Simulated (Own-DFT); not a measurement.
# Stretching a layer in its plane: diamond-structure GeSn with randomly placed atoms, 64 atoms (Ge60Sn4)

Calculated, not measured: single-point runs of Own-DFT, a retired in-house plane-wave DFT program that no person has reviewed, on unrelaxed cells, without spin or spin-orbit coupling.

Method: PBE; PseudoDojo norm-conserving scalar-relativistic files; cutoff 49 hartree; 3 x 3 x 3 k mesh centred on Gamma; Fermi-Dirac smearing of 0.1 eV.

Caveats: forces on such cells moved up to 12 meV/angstrom on a denser k mesh; stress not checked against mesh or cutoff.

Unstrained cell vectors in Å: (11.420, 0.000, 0.000); (0.000, 11.420, 0.000); (0.000, 0.000, 11.420). The unstrained cell has measured lattice constants (interpolated for alloys), not those of this functional. That, the random moves and any unrelaxed bonds set the pressure at no strain. Each run strains x and y alike by e, as a substrate would, and holds the height along z. Each atom got a random Gaussian move of width 0.05 Å along each axis. The random placing of the alloy's atoms differs from row to row. Stress is positive in tension.

```
e (%)  u (Å)  (s_xx + s_yy)/2 (GPa)  s_zz (GPa)
-3.00  0.049                 -10.87       -8.92
-1.75  0.058                  -8.36       -7.36
-1.50  0.052                  -7.75       -6.68
 0.25  0.050                  -4.54       -4.73
 0.50  0.049                  -4.12       -4.11
 1.00  0.049                  -3.25       -3.88
 1.75  0.049                      ?           ?
 2.50  0.046                  -0.93       -2.37
 2.75  0.045                  -0.66       -2.18
 3.00  0.053                  -0.35       -1.84
```

## What the rows give

With e as a fraction, the in-plane stress is -5.0 + 177 e - 698 e² GPa (errors 1 and 50, scatter 0.05), and s_zz is -4.9 + 118 e - 574 e² GPa (slope ± 3, scatter 0.16). At e = 0 the first slope is C11 + C12 and the second 2 C12, both with the ions held to the strained lattice and at the cell's own pressure. The term in e² is negative: the layer stiffens under compression and softens under tension. A free layer would change its height as e changes, and the in-plane slope would drop by 2 C12²/C11 to the biaxial modulus. At fixed height, a misfit of 1 % moves the in-plane stress by about 1.8 GPa and s_zz by 1.2 GPa.

## Prediction

Q: what are the two stresses at e = 1.75 %?

From the fit: -2.1 and -3.0 GPa. The calculation gave -2.08 and -2.98 GPa.
